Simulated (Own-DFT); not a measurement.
# One trend across several semiconductors

Everything here is calculated. The program is Own-DFT (plane waves, in-house, since retired, never reviewed by a person); positions were held fixed, and spin and spin-orbit coupling were off.

Caveats (not all hold for every row): forces on such cells moved up to 12 meV/angstrom on a denser k mesh; forces not confirmed at this smearing and k mesh; k mesh not checked against a denser one; forces on such cells passed a denser k mesh, each cell not checked; stress not checked against mesh or cutoff.

All runs are PBE with PseudoDojo norm-conserving files; cutoff and k mesh are each material's own. Every cell starts from measured lattice constants and was given uniform random strains and small random moves of its atoms. Each triple is the change of volume in per cent, the rms move u in Å and the pressure in GPa.

- 2H SiC (C36Si36), 10.36 Å³/atom unstrained: (-3.61, 0.045, 14.45); (-2.69, 0.050, 12.45); (-2.66, 0.049, 11.94); (-0.99, 0.053, 8.71); (-0.88, 0.048, 7.29); (0.26, 0.050, 4.75); (2.01, 0.047, 0.85)
- wurtzite AlN (Al64N64), 10.45 Å³/atom unstrained: (-2.54, 0.051, 11.90); (-1.70, 0.049, 9.51); (-0.96, 0.052, 8.24); (0.01, 0.047, 5.45); (0.25, 0.053, 5.30); (1.19, 0.048, 3.32); (3.15, 0.050, -0.19)
- wurtzite GaN (Ga36N36), 11.42 Å³/atom unstrained: (-2.85, 0.050, 14.02); (-2.50, 0.054, 13.29); (-2.38, 0.049, 13.14); (-0.91, 0.053, 10.29); (0.65, 0.049, 6.14); (1.54, 0.050, 5.19); (1.67, 0.051, 4.27)
- diamond silicon (Si64), 20.02 Å³/atom unstrained: withheld
- zincblende GaP (Ga32P32), 20.24 Å³/atom unstrained: (-2.76, 0.049, 5.96); (-0.82, 0.048, 3.98); (-0.82, 0.050, 4.15); (0.31, 0.051, 3.18); (1.02, 0.049, 2.32); (1.08, 0.050, 2.60); (2.50, 0.049, 1.12)
- grey tin (Sn64), 34.15 Å³/atom unstrained: (-3.74, 0.048, 5.85); (-3.34, 0.051, 5.64); (-1.13, 0.049, 4.22); (0.46, 0.050, 3.46); (0.61, 0.050, 3.48); (1.78, 0.047, 2.74); (1.94, 0.050, 2.74)

## Worked fit

Fit a line to each set against the fractional change of volume; B is minus its slope, and u is nearly the same within a set. To take it to zero pressure, assume that B rises by 4 GPa for each GPa: B0 = B - 4 x (mean pressure). The bond length of an ideal tetrahedral crystal with the unstrained volume v is d = (√3/4)(8 v)^(1/3). Cohen's empirical rule reads B0 = (1971 - 220 L) d^(-3.5) GPa, with L = 0 for group IV crystals and SiC and 1 for III-V compounds.

| material | L | d (Å) | B (GPa) | mean P (GPa) | B0 (GPa) | rule (GPa) |
|---|---|---|---|---|---|---|
| 2H SiC (C36Si36) | 0 | 1.888 | 245 ± 9 | 8.6 | 210 ± 9 | 213 |
| wurtzite AlN (Al64N64) | 1 | 1.893 | 212 ± 9 | 6.2 | 187 ± 9 | 188 |
| wurtzite GaN (Ga36N36) | 1 | 1.950 | 213 ± 7 | 9.5 | 175 ± 7 | 169 |
| diamond silicon (Si64) | 0 | 2.352 | ? | ? | ? | 99 |
| zincblende GaP (Ga32P32) | 1 | 2.360 | 91 ± 3 | 3.3 | 78 ± 3 | 87 |
| grey tin (Sn64) | 0 | 2.810 | 55 ± 2 | 4.0 | 39 ± 2 | 53 |

A line through ln[B0/(1971 - 220 L)] against ln d has a slope of -4.2 ± 0.1 and a scatter of 4 %. Against the rule, B0 stands at 99 % for 2H SiC, 100 % for wurtzite AlN, 104 % for wurtzite GaN, 89 % for zincblende GaP, 74 % for grey tin. PBE tends to make silicon and heavier crystals too soft, and the rule itself is only a guide.

## Prediction

Q: what B0 does the fitted trend give for diamond silicon (Si64)?

The line gives 86 GPa. Its own runs give B = 92 ± 3 GPa at a mean pressure of 2.3 GPa, so B0 = 83 GPa.
